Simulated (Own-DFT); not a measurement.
## Calculated data, Hf36O71 (tetragonal hafnia with one neutral oxygen vacancy, atoms displaced)

A calculation, not a measurement: plane-wave PBE and HSE06 DFT by an unreviewed code, no spin, of a simulated cell at Gamma alone, so results move with cell size and shape, stress positive in tension, energies less offsets, not probed for a lower state with spin; hafnium file: forces about 75 meV/angstrom off all-electron values; oxygen file: force components 24 meV/angstrom off all-electron in a glass; k mesh not checked against a denser one; forces and stress are PBE's, HSE06 gives the energy alone, and its difference from PBE has offsets of its own; offsets are fitted by least squares, one for each functional and potential file, so energies compare only between cells with the same atoms and settings and are not formation energies; the far tail of each file's local potential was reset to the Coulomb form; each entry is a single point on an unrelaxed cell, so the pressure reflects the starting lattice, taken from the Materials Project, from which strain is counted, and rises with the displacements; printed positions are rounded, which can move forces by about a meV/angstrom; the program is a retired in-house code; no spin-orbit coupling. Program: Own-DFT development build.

Common to all runs: first functional PBE; second functional HSE06; exact exchange share 0.25; screening 0.11 1/bohr; exchange divergence Gygi-Baldereschi; potential files PseudoDojo norm-conserving, scalar-relativistic, made for PBE, standard set; wave cutoff 48 hartree; occupations fixed; k mesh 1 x 1 x 1 centred on Gamma.

```yaml
- entry: 1
  formula: Hf36O71
  kind: "tetragonal hafnia with one neutral oxygen vacancy, atoms displaced"
  structure:
    cell_angstrom: [[10.78, 0.0, 0.0], [0.0, 10.78, 0.0], [0.0, 0.0, 10.4493]]
    atoms_fractional:
      - [Hf, 0.99494, 0.00534, 0.99969]
      - [Hf, 0.16822, 0.16396, 0.2424]
      - [O, 0.00559, 0.16902, 0.15001]
      - [O, 0.16118, 0.99924, 0.34995]
      - [O, 0.16838, 0.00359, 0.08989]
      - [Hf, 0.00333, 0.00801, 0.50091]
      - [Hf, 0.16989, 0.17263, 0.75953]
      - [O, 0.99445, 0.16571, 0.64947]
      - [O, 0.15916, 0.99903, 0.852]
      - [O, 0.99967, 0.16492, 0.89827]
      - [O, 0.16152, 0.99692, 0.59253]
      - [Hf, 0.00855, 0.33476, 0.99947]
      - [Hf, 0.17672, 0.49801, 0.24858]
      - [O, 0.00206, 0.49801, 0.14645]
      - [O, 0.17197, 0.3421, 0.34506]
      - [O, 0.99483, 0.49786, 0.39925]
      - [O, 0.17142, 0.33122, 0.09723]
      - [Hf, 0.00151, 0.33064, 0.49563]
      - [Hf, 0.16086, 0.49806, 0.74543]
      - [O, 0.99875, 0.5081, 0.65029]
      - [O, 0.1697, 0.33422, 0.84758]
      - [O, 0.00108, 0.5, 0.89866]
      - [O, 0.16871, 0.33601, 0.59013]
      - [Hf, 0.99809, 0.66798, 0.99861]
      - [Hf, 0.16673, 0.83486, 0.24512]
      - [O, 0.99596, 0.83859, 0.15305]
      - [O, 0.16849, 0.66735, 0.34511]
      - [O, 0.00796, 0.8239, 0.40424]
      - [O, 0.17301, 0.67081, 0.10254]
      - [Hf, 0.01169, 0.66293, 0.50405]
      - [Hf, 0.17213, 0.83305, 0.74488]
      - [O, 0.00265, 0.8274, 0.65]
      - [O, 0.16756, 0.66665, 0.8457]
      - [O, 0.99868, 0.82861, 0.90783]
      - [O, 0.17293, 0.66159, 0.59846]
      - [Hf, 0.34129, 0.00617, 0.99902]
      - [Hf, 0.49333, 0.16964, 0.24904]
      - [O, 0.33569, 0.16382, 0.14301]
      - [O, 0.49918, 0.00251, 0.34733]
      - [O, 0.32957, 0.16669, 0.41722]
      - [O, 0.50172, 0.00792, 0.09224]
      - [Hf, 0.33049, 0.00256, 0.50035]
      - [Hf, 0.49954, 0.16747, 0.75532]
      - [O, 0.32673, 0.16353, 0.64385]
      - [O, 0.49789, 0.9996, 0.8497]
      - [O, 0.32155, 0.1745, 0.89935]
      - [O, 0.49999, 0.00579, 0.58977]
      - [Hf, 0.32709, 0.3241, 0.00451]
      - [Hf, 0.50981, 0.50501, 0.2444]
      - [O, 0.33159, 0.48639, 0.1483]
      - [O, 0.49804, 0.32818, 0.34889]
      - [O, 0.33951, 0.49418, 0.39652]
      - [O, 0.50037, 0.33268, 0.09809]
      - [Hf, 0.33712, 0.34032, 0.5081]
      - [Hf, 0.50441, 0.49237, 0.75405]
      - [O, 0.32879, 0.49393, 0.65331]
      - [O, 0.50212, 0.3305, 0.84002]
      - [O, 0.33635, 0.49703, 0.89663]
      - [O, 0.50071, 0.33282, 0.59071]
      - [Hf, 0.33271, 0.6654, 0.00423]
      - [Hf, 0.50882, 0.84553, 0.25085]
      - [O, 0.32833, 0.83342, 0.15187]
      - [O, 0.49814, 0.66793, 0.3578]
      - [O, 0.33761, 0.8283, 0.40617]
      - [O, 0.49762, 0.66851, 0.09528]
      - [Hf, 0.32681, 0.66672, 0.48759]
      - [Hf, 0.49518, 0.83382, 0.74644]
      - [O, 0.3305, 0.82715, 0.65069]
      - [O, 0.49828, 0.66532, 0.85107]
      - [O, 0.33509, 0.83458, 0.89823]
      - [O, 0.50766, 0.67145, 0.59895]
      - [Hf, 0.6724, 0.99727, 0.00231]
      - [Hf, 0.83986, 0.17052, 0.24465]
      - [O, 0.67033, 0.16429, 0.14907]
      - [O, 0.83728, 0.99511, 0.35072]
      - [O, 0.67119, 0.16687, 0.39919]
      - [O, 0.8386, 0.00391, 0.09808]
      - [Hf, 0.6677, 0.00174, 0.49811]
      - [Hf, 0.83009, 0.17343, 0.74801]
      - [O, 0.67317, 0.16442, 0.66115]
      - [O, 0.82796, 0.00365, 0.84377]
      - [O, 0.66135, 0.16412, 0.90121]
      - [O, 0.83267, 0.99956, 0.59799]
      - [Hf, 0.6545, 0.33429, 0.99181]
      - [Hf, 0.84571, 0.49466, 0.24864]
      - [O, 0.6579, 0.49212, 0.14969]
      - [O, 0.83371, 0.34312, 0.3483]
      - [O, 0.66417, 0.50533, 0.40437]
      - [O, 0.82981, 0.33497, 0.09426]
      - [Hf, 0.66177, 0.33843, 0.49843]
      - [Hf, 0.82888, 0.48948, 0.75805]
      - [O, 0.66664, 0.50045, 0.64846]
      - [O, 0.83296, 0.33837, 0.84454]
      - [O, 0.66774, 0.49529, 0.90732]
      - [O, 0.82699, 0.33364, 0.5978]
      - [Hf, 0.66752, 0.66935, 0.00343]
      - [Hf, 0.83308, 0.83107, 0.25628]
      - [O, 0.67507, 0.83212, 0.15413]
      - [O, 0.83426, 0.67241, 0.34742]
      - [O, 0.6625, 0.83398, 0.40692]
      - [O, 0.83512, 0.66323, 0.0968]
      - [Hf, 0.66866, 0.66962, 0.50067]
      - [Hf, 0.83271, 0.83213, 0.74834]
      - [O, 0.6669, 0.84058, 0.65677]
      - [O, 0.83205, 0.66493, 0.84753]
      - [O, 0.66979, 0.83106, 0.90479]
      - [O, 0.83475, 0.66195, 0.5991]
  results:
    "PBE_energy_of_cell_above_offsets [eV]": "-96.683"
    "HSE06_less_PBE_above_offsets [eV]": "0.077"
    "PBE_pressure [GPa]": 2.39
    "PBE_stress_xx [GPa]": -2.64
    "PBE_stress_yy [GPa]": -1.81
    "PBE_stress_zz [GPa]": -2.71
    "PBE_stress_yz [GPa]": 0.89
    "PBE_stress_xz [GPa]": 0.67
    "PBE_stress_xy [GPa]": -0.06
    force_element: [Hf, Hf, O, O, O, Hf, Hf, O, O, O, O, Hf, Hf, O, O, O, O, Hf, Hf, O, O, O, O, Hf, Hf, O, O, O, O, Hf, Hf, O, O, O, O, Hf, Hf, O, O, O, O, Hf, Hf, O, O, O, O, Hf, Hf, O, O, O, O, Hf, Hf, O, O, O, O, Hf, Hf, O, O, O, O, Hf, Hf, O, O, O, O, Hf, Hf, O, O, O, O, Hf, Hf, O, O, O, O, Hf, Hf, O, O, O, O, Hf, Hf, O, O, O, O, Hf, Hf, O, O, O, O, Hf, Hf, O, O, O, O]
    "force_x [eV/angstrom]": [1.513, -0.034, -0.362, 0.161, 0.006, -1.482, -1.029, 1.281, 0.659, 0.064, 1.187, -1.86, -0.73, 1.175, -0.87, 0.363, -1.438, -0.552, 0.83, -0.135, -0.802, 0.164, -1.585, 0.531, -1.337, 0.669, 0.576, -0.041, -1.357, -2.446, -1.49, -0.054, -0.025, -0.437, -0.147, -1.697, 2.444, -0.342, -0.223, 0.096, 0.54, -0.119, 0.686, 0.712, -0.455, 0.995, -0.298, 1.749, -2.349, 1.148, 0.355, -0.542, -0.96, -0.824, -1.443, 1.441, 0.206, 0.062, 0.489, -0.004, -1.423, 2.144, 0.347, -0.353, 0.647, 2.334, 0.471, 0.813, 0.547, 0.04, -1.464, 0.557, -1.914, -0.659, 0.346, 0.057, -1.099, 0.913, 1.195, -2.828, 0.279, -0.171, 0.477, 1.668, -1.118, 2.689, 0.3, -0.255, 0.94, 1.116, 0.531, -0.308, 0.091, -0.324, 1.174, 0.198, 1.92, -1.537, -0.386, -0.155, -0.465, 0.24, 0.619, -0.254, -0.204, -0.189, -0.18]
    "force_y [eV/angstrom]": [-1.918, -0.067, 0.239, 0.966, 0.398, -1.167, -2.219, 0.493, 0.395, 1.624, -0.101, 0.47, 1.108, -0.433, -2.376, 0.214, -0.464, 0.138, 1.457, -1.043, 0.457, -0.667, -0.184, 0.002, -0.368, -0.256, -0.883, 1.453, -0.393, 0.678, 0.063, 0.053, -0.238, 1.309, -0.064, -2.11, 0.417, 0.206, 0.483, 0.394, -0.957, -0.493, -1.95, 0.125, 0.729, -1.972, -0.148, 3.728, 0.003, 0.929, 0.669, 1.214, -0.735, -0.332, 3.4, -0.283, -0.416, -0.475, -0.267, 0.02, -2.396, 0.84, 0.331, 2.1, -0.145, -0.92, -1.651, 0.698, -0.073, 0.24, -0.044, 0.809, -0.261, -0.087, 1.341, 0.303, 0.433, 0.321, -1.326, 0.178, -0.346, 0.401, -0.075, -1.478, 2.035, 0.555, -2.559, -0.892, -0.206, -0.068, 4.238, -0.73, -2.84, 1.274, 0.016, -0.289, 0.036, 0.376, -1.568, 0.857, -0.225, -0.584, -0.293, 0.022, -0.396, 0.387, 0.807]
    "force_z [eV/angstrom]": [-1.072, 1.773, 0.187, -0.983, 1.03, -0.604, -1.864, -0.489, -1.332, 0.465, 0.897, -0.195, 0.116, 0.078, -0.135, -0.024, 0.457, 0.253, 0.406, 0.355, 0.654, 0.322, 0.989, -0.141, 0.543, 0.101, 0.433, 0.082, -0.391, -0.1, 1.405, 0.71, 0.02, -0.33, 0.076, -0.982, 0.454, 0.632, -0.531, -2.654, 1.087, 0.352, -2.149, 2.403, -0.353, -0.725, 0.922, -0.476, 2.225, -0.07, -0.606, 0.162, -0.43, -1.518, -1.24, -0.191, 1.344, 1.306, 1.879, -2.117, 0.577, 0.082, -2.278, -0.966, 1.134, 1.073, 0.151, -0.463, -0.564, 0.665, 0.287, -0.815, 0.739, 0.699, -0.437, 0.427, 0.306, 0.744, 0.108, -1.067, 0.761, 0.188, -0.455, 2.164, -0.22, -0.445, 0.018, -0.757, -0.163, -0.829, -2.923, 1.078, 1.712, -1.193, -0.221, -0.918, 0.281, -0.483, -0.223, -1.085, 0.14, 0.874, -0.35, -0.074, 0.39, 0.403, -0.488]
- entry: 2
  formula: Hf36O71
  kind: "tetragonal hafnia with one neutral oxygen vacancy, atoms displaced"
  structure:
    cell_angstrom: [[10.78, 0.0, 0.0], [0.0, 10.78, 0.0], [0.0, 0.0, 10.4493]]
    atoms_fractional:
      - [Hf, 0.00126, 0.98762, 0.00606]
      - [Hf, 0.15651, 0.17528, 0.26289]
      - [O, 0.99427, 0.16327, 0.15103]
      - [O, 0.16393, 0.00919, 0.35313]
      - [O, 0.99716, 0.15984, 0.40331]
      - [O, 0.15798, 0.00207, 0.10245]
      - [Hf, 0.99048, 0.01533, 0.50836]
      - [Hf, 0.17394, 0.1607, 0.75176]
      - [O, 0.99703, 0.16422, 0.65713]
      - [O, 0.17314, 0.99164, 0.8521]
      - [O, 0.99915, 0.17295, 0.91791]
      - [O, 0.17502, 0.99465, 0.61318]
      - [Hf, 0.00034, 0.32091, 0.99314]
      - [Hf, 0.17325, 0.51069, 0.25186]
      - [O, 0.00565, 0.49466, 0.15635]
      - [O, 0.16072, 0.33013, 0.35032]
      - [O, 0.99224, 0.48994, 0.39616]
      - [O, 0.16608, 0.33324, 0.09984]
      - [Hf, 0.00099, 0.33868, 0.48738]
      - [Hf, 0.17929, 0.49588, 0.74904]
      - [O, 0.00177, 0.4892, 0.66075]
      - [O, 0.1614, 0.35131, 0.84913]
      - [O, 0.01079, 0.50119, 0.89444]
      - [O, 0.17042, 0.33041, 0.61222]
      - [Hf, 0.00585, 0.65548, 0.00372]
      - [Hf, 0.17227, 0.82998, 0.25232]
      - [O, 0.99823, 0.83348, 0.1504]
      - [O, 0.16917, 0.65827, 0.35144]
      - [O, 0.99992, 0.82776, 0.39406]
      - [O, 0.16905, 0.66683, 0.09457]
      - [Hf, 0.00682, 0.67792, 0.50439]
      - [Hf, 0.17114, 0.84456, 0.74428]
      - [O, 0.99135, 0.84989, 0.65956]
      - [O, 0.16503, 0.67158, 0.84043]
      - [O, 0.00591, 0.83327, 0.88405]
      - [O, 0.1712, 0.66636, 0.59659]
      - [Hf, 0.33553, 0.98878, 0.99253]
      - [Hf, 0.49358, 0.17583, 0.24882]
      - [O, 0.34468, 0.16234, 0.17238]
      - [O, 0.49086, 0.99946, 0.36273]
      - [O, 0.33681, 0.15353, 0.39947]
      - [O, 0.50112, 0.98743, 0.09387]
      - [Hf, 0.3401, 0.99577, 0.50011]
      - [Hf, 0.50765, 0.17658, 0.73011]
      - [O, 0.33524, 0.16656, 0.65506]
      - [O, 0.49917, 0.00476, 0.85229]
      - [O, 0.3394, 0.16541, 0.90375]
      - [O, 0.50152, 0.01096, 0.60056]
      - [Hf, 0.32732, 0.32731, 0.02322]
      - [Hf, 0.49596, 0.50021, 0.24965]
      - [O, 0.32279, 0.50318, 0.15662]
      - [O, 0.50855, 0.32832, 0.35161]
      - [O, 0.32342, 0.50795, 0.39863]
      - [O, 0.5062, 0.3383, 0.09891]
      - [Hf, 0.31988, 0.34445, 0.49574]
      - [Hf, 0.51224, 0.49215, 0.7478]
      - [O, 0.33911, 0.48545, 0.64564]
      - [O, 0.49805, 0.32801, 0.84981]
      - [O, 0.32514, 0.50871, 0.90551]
      - [O, 0.49505, 0.32853, 0.60204]
      - [Hf, 0.33265, 0.66569, 0.00199]
      - [Hf, 0.49109, 0.83069, 0.23623]
      - [O, 0.34843, 0.83756, 0.15429]
      - [O, 0.51065, 0.67231, 0.36298]
      - [O, 0.33837, 0.82895, 0.39339]
      - [O, 0.50487, 0.66607, 0.11383]
      - [Hf, 0.32117, 0.66168, 0.4972]
      - [Hf, 0.50173, 0.83062, 0.74212]
      - [O, 0.32922, 0.82837, 0.65406]
      - [O, 0.5018, 0.66154, 0.85141]
      - [O, 0.33228, 0.85036, 0.88965]
      - [O, 0.49478, 0.65747, 0.59921]
      - [Hf, 0.68484, 0.98785, 0.0021]
      - [Hf, 0.83635, 0.17202, 0.24926]
      - [O, 0.66122, 0.17379, 0.15313]
      - [O, 0.82867, 0.0016, 0.35458]
      - [O, 0.66336, 0.17853, 0.40172]
      - [O, 0.8259, 0.00683, 0.10428]
      - [Hf, 0.66634, 0.01461, 0.49928]
      - [Hf, 0.84065, 0.16416, 0.76407]
      - [O, 0.65868, 0.17494, 0.65335]
      - [O, 0.84393, 0.99332, 0.85001]
      - [O, 0.67894, 0.17625, 0.89594]
      - [O, 0.82956, 0.99459, 0.60733]
      - [Hf, 0.66672, 0.325, 0.00089]
      - [Hf, 0.83037, 0.49184, 0.26872]
      - [O, 0.67033, 0.49349, 0.15116]
      - [O, 0.83367, 0.33045, 0.34821]
      - [O, 0.66205, 0.50264, 0.38554]
      - [O, 0.83571, 0.32382, 0.11026]
      - [Hf, 0.65732, 0.3395, 0.50398]
      - [Hf, 0.83422, 0.51321, 0.75956]
      - [O, 0.66555, 0.50494, 0.65898]
      - [O, 0.84157, 0.32634, 0.85297]
      - [O, 0.67094, 0.49586, 0.90339]
      - [O, 0.83508, 0.33495, 0.59632]
      - [Hf, 0.66561, 0.66229, 0.00629]
      - [Hf, 0.8311, 0.82762, 0.2349]
      - [O, 0.67292, 0.82178, 0.15111]
      - [O, 0.83489, 0.66923, 0.3541]
      - [O, 0.67147, 0.84125, 0.40724]
      - [O, 0.83225, 0.66259, 0.0968]
      - [Hf, 0.6721, 0.65975, 0.49175]
      - [Hf, 0.84208, 0.85142, 0.76181]
      - [O, 0.66682, 0.83358, 0.64939]
      - [O, 0.8369, 0.66659, 0.84591]
      - [O, 0.66414, 0.83379, 0.89888]
  results:
    "PBE_energy_of_cell_above_offsets [eV]": "-85.080"
    "HSE06_less_PBE_above_offsets [eV]": "0.595"
    "PBE_pressure [GPa]": 5.66
    "PBE_stress_xx [GPa]": -7.33
    "PBE_stress_yy [GPa]": -5.35
    "PBE_stress_zz [GPa]": -4.3
    "PBE_stress_yz [GPa]": -2.43
    "PBE_stress_xz [GPa]": 0.6
    "PBE_stress_xy [GPa]": 0.08
    force_element: [Hf, Hf, O, O, O, O, Hf, Hf, O, O, O, O, Hf, Hf, O, O, O, O, Hf, Hf, O, O, O, O, Hf, Hf, O, O, O, O, Hf, Hf, O, O, O, O, Hf, Hf, O, O, O, O, Hf, Hf, O, O, O, O, Hf, Hf, O, O, O, O, Hf, Hf, O, O, O, O, Hf, Hf, O, O, O, O, Hf, Hf, O, O, O, O, Hf, Hf, O, O, O, O, Hf, Hf, O, O, O, O, Hf, Hf, O, O, O, O, Hf, Hf, O, O, O, O, Hf, Hf, O, O, O, O, Hf, Hf, O, O, O]
    "force_x [eV/angstrom]": [0.97, 1.032, 1.565, -0.082, 0.317, 1.659, 0.448, 1.256, 1.247, -1.323, 0.428, -1.361, -0.819, -3.954, -0.277, 0.892, 0.733, -0.469, -1.676, -1.828, 0.47, 0.508, -1.451, -0.669, -1.241, -1.001, 0.99, -0.66, 1.28, 0.485, -2.681, -1.327, 2.375, 0.741, -0.628, -1.747, 1.437, 4.887, -5.816, 1.114, -1.026, 1.458, 0.381, -4.233, -1.38, 0.491, -2.147, -0.159, 1.866, 2.821, 3.074, -1.742, 0.726, -2.556, 1.323, -2.67, -0.055, 0.531, 0.505, 0.142, 0.979, 6.932, -8.059, -0.889, -1.77, -1.451, 4.39, 0.862, 2.086, -0.137, 0.335, 0.054, -6.44, -2.287, 0.602, 0.771, 0.587, 3.149, -0.258, -1.726, 5.631, -0.378, 0.362, -0.397, 1.069, 0.441, -0.779, 0.407, 0.393, 0.022, 1.807, 1.632, 1.793, 0.415, -0.02, -0.757, 0.158, 0.221, -1.405, -0.213, 0.306, 1.058, -0.952, -2.453, 0.149, -0.199, 0.791]
    "force_y [eV/angstrom]": [0.203, -3.922, 0.131, -2.118, 3.01, -0.812, -3.579, 0.923, -0.852, 3.108, -6.672, 1.217, 6.588, -2.559, 1.271, 2.453, 2.885, -1.103, -0.561, 2.011, 0.823, -4.875, 0.536, -0.273, -0.645, 2.412, 0.097, 2.936, 0.896, 0.873, -0.956, -2.062, -1.401, 0.052, -0.005, 0.021, 4.268, -2.707, 1.121, -0.172, 3.394, -0.063, 0.456, -2.096, -0.04, -0.422, 0.779, -0.85, -0.557, 0.8, -0.25, 3.038, -2.559, 0.478, -2.609, 1.058, 0.457, 1.245, -1.026, 1.082, -0.129, 1.306, -0.527, -1.367, -0.382, -0.739, 2.54, 0.441, 0.009, 0.643, -5.249, 0.177, 1.828, -1.022, -0.594, 0.399, -0.621, -0.859, -2.458, 2.168, -0.202, 5.446, -3.099, 1.564, 0.825, 1.605, 0.721, -0.487, -1.279, 0.571, -1.151, -2.853, -0.152, 1.577, 0.209, -0.411, -0.545, 0.2, 0.643, -0.712, -0.868, 0.384, 3.72, -7.051, -0.583, 2.176, -0.693]
    "force_z [eV/angstrom]": [-0.106, -2.347, 0.816, -0.265, -1.075, -0.047, 0.613, 0.118, -0.038, 1.046, -3.562, -1.497, 2.752, -0.967, -0.095, 1.462, 0.41, 1.211, 4.492, 0.234, -1.199, 1.481, 1.954, -2.457, -2.208, 0.974, -1.009, 0.223, 0.819, 1.652, 0.1, 0.924, -2.77, 0.677, 3.273, 0.259, 0.982, 2.874, -3.819, -1.93, 1.348, 0.421, -0.37, 5.164, -0.666, -1.327, 1.505, 0.204, -4.149, 0.351, -1.315, 0.225, -0.881, 0.952, 1.951, 1.753, -0.441, -0.016, 1.028, -1.337, -2.8, 5.901, -3.717, -2.135, 0.218, -1.033, 1.386, 0.82, -1.68, 0.438, 0.112, -0.139, -1.594, -0.209, -0.288, -0.547, 0.749, 0.67, -1.152, -1.567, -2.236, 4.256, 0.245, -0.041, 0.648, -3.251, 0.332, 1.556, 1.678, -1.308, -0.125, -1.702, -2.083, 0.052, -0.024, -0.909, -1.105, 4.481, -1.395, -0.213, -0.014, -0.016, 0.941, -4.074, 0.821, 0.91, 0.782]
```
